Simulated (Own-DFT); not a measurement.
# Strain and stress in wurtzite AlN, 72 atoms (Al36N36)

These are calculations, not measurements. The program, named Own-DFT, is a retired in-house plane-wave density functional code that no person has reviewed. Each row is one single-point run on a periodic cell that was not relaxed, without spin or spin-orbit coupling.

Settings of every run: PBE; PseudoDojo norm-conserving scalar-relativistic files; cutoff 42 hartree; 4 x 4 x 3 k mesh centred on Gamma; Gaussian smearing of 0.01 eV.

Known limits: k mesh not checked against a denser one; stress not checked against mesh or cutoff.

Unstrained cell vectors in Å: (9.336, 0.000, 0.000); (-4.668, 8.085, 0.000); (0.000, 0.000, 9.964). The unstrained cell has measured lattice constants (interpolated for alloys), not those of this functional. That, the random moves and any unrelaxed bonds set the pressure at no strain. Each run strains this cell uniformly, with the atoms carried along. Every atom was also moved at random, by a Gaussian of width 0.05 Å on each axis. Strain is the symmetric tensor, in per cent. Stress is positive in tension, and the pressure is minus a third of its trace.

| run | e_xx (%) | e_yy (%) | e_zz (%) | e_yz (%) | e_xz (%) | e_xy (%) | s_xx (GPa) | s_yy (GPa) | s_zz (GPa) | s_yz (GPa) | s_xz (GPa) | s_xy (GPa) | P (GPa) | E (meV/atom) |
|---|---|---|---|---|---|---|---|---|---|---|---|---|---|---|
| 1 | -0.82 | -0.24 | -0.96 | -1.68 | -0.27 | 0.22 | -11.10 | -8.07 | -9.94 | -5.16 | 0.07 | 1.89 | 9.70 | 11.8 |
| 2 | 2.00 | -0.84 | -0.54 | -1.39 | 0.30 | 0.78 | 1.08 | -10.01 | -6.66 | -5.22 | 0.47 | 2.63 | 5.20 | 36.8 |
| 3 | 1.01 | 0.90 | -0.42 | 0.60 | -1.75 | 1.64 | -2.26 | -0.74 | -5.24 | 2.19 | -5.24 | 6.21 | 2.75 | 12.2 |
| 4 | 1.40 | 1.99 | 1.75 | 1.88 | -1.63 | 0.00 | 3.58 | 5.07 | 2.44 | 4.83 | -3.53 | -0.53 | -3.70 | 23.6 |
| 5 | -1.33 | 0.63 | -0.10 | -0.13 | -1.03 | 0.39 | -12.37 | -1.93 | -8.09 | -0.52 | -2.98 | 1.09 | 7.46 | 15.7 |
| 6 | 1.55 | 0.59 | -1.60 | 1.63 | -0.86 | -0.19 | -0.08 | -1.36 | -13.43 | 4.91 | -2.22 | -0.05 | 4.96 | 26.9 |
| 7 | 1.94 | -1.17 | 0.11 | 1.61 | 1.53 | 0.32 | 3.00 | -11.13 | -4.72 | 4.64 | 3.73 | 1.00 | 4.29 | 25.6 |
| 8 | -1.13 | -0.32 | -1.49 | 0.13 | 0.64 | 1.55 | -12.88 | -9.16 | -12.96 | -0.14 | 1.76 | 5.65 | 11.67 | 16.9 |
| 9 | -0.17 | -1.81 | -1.90 | -1.40 | 1.14 | 1.21 | -11.49 | -15.67 | -15.61 | -3.48 | 2.56 | 3.47 | 14.25 | 34.0 |
| 10 | 0.90 | -0.66 | -1.20 | -0.88 | -0.73 | 0.77 | -2.87 | -8.15 | -12.87 | -1.98 | -2.37 | 2.06 | 7.96 | 29.1 |
| 11 | -0.68 | -0.81 | 0.25 | 1.58 | -1.64 | -1.65 | -10.86 | -10.62 | -4.86 | 3.49 | -3.60 | -7.61 | 8.78 | 29.7 |
| 12 | 1.19 | -0.49 | 1.73 | 0.18 | -1.30 | -0.90 | 0.38 | -5.03 | 2.53 | 0.19 | -3.33 | -2.83 | 0.71 | 3.9 |
| 13 | 1.99 | -1.88 | 0.82 | 1.73 | -0.41 | 1.39 | 0.27 | -9.83 | -3.74 | 4.28 | -0.75 | 1.59 | 4.43 | 35.4 |
| 14 | -0.55 | -0.55 | 0.36 | 0.96 | 0.72 | -0.94 | -9.36 | -9.88 | -3.37 | 2.16 | 1.50 | -3.57 | 7.54 | 17.2 |
| 15 | -1.37 | 1.48 | 1.15 | -0.65 | 0.83 | 0.34 | -9.83 | 1.39 | -0.98 | -2.75 | 1.70 | -0.66 | 3.14 | 0.0 |
| 16 | -1.58 | -1.42 | -0.11 | 1.64 | -1.90 | -0.03 | -13.53 | -15.63 | -10.57 | 3.47 | -4.73 | -2.03 | 13.25 | 48.2 |
| 17 | 1.91 | -0.71 | 0.76 | -1.16 | 1.30 | 1.91 | 2.45 | -6.46 | -1.63 | -2.35 | 3.65 | 7.17 | 1.88 | 20.9 |
| 18 | 0.38 | -0.17 | 0.35 | -1.67 | 1.44 | 0.74 | ? | ? | ? | ? | ? | ? | ? | ? |

E is the free energy for each atom above the lowest run shown.

## Worked fit

Each stress component was fitted by least squares to a constant and the strains of the runs shown, as fractions, with shears doubled. Shear strains stay in the fit of a normal stress only where such slopes are resolved. The slopes, in GPa:

| stress | at no strain | per e_xx | per e_yy | per e_zz | scatter |
|---|---|---|---|---|---|
| s_xx | -6.3 | 451 ± 17 | 95 ± 22 | 92 ± 22 | 0.91 |
| s_yy | -5.7 | 95 ± 26 | 488 ± 33 | 59 ± 33 | 1.39 |
| s_zz | -6.1 | 59 ± 26 | 56 ± 33 | 446 ± 33 | 1.37 |

Each shear stress against twice its own strain: yz 140 ± 8, xz 126 ± 7, xy 158 ± 16 GPa. These are stiffnesses along x, y and z of the frame in which the cell vectors are given, which need not be the crystal's axes. The atoms are held to the strained lattice; where symmetry lets them move under strain, relaxing them would lower some slopes. The table should be nearly symmetric about its diagonal, and what it lacks of that shows the noise. A ninth of its sum, 204 ± 4 GPa, estimates the bulk modulus near the mean pressure of these runs, 6.1 GPa, so it lies above the value at zero pressure.

## Withheld run

Question: what normal stresses and pressure should run 18 give?

The fit gives s_xx = -4.5, s_yy = -5.9, s_zz = -4.5 and P = 5.0 GPa. The calculation gave -4.18, -4.17, -4.83 and P = 4.39 GPa.
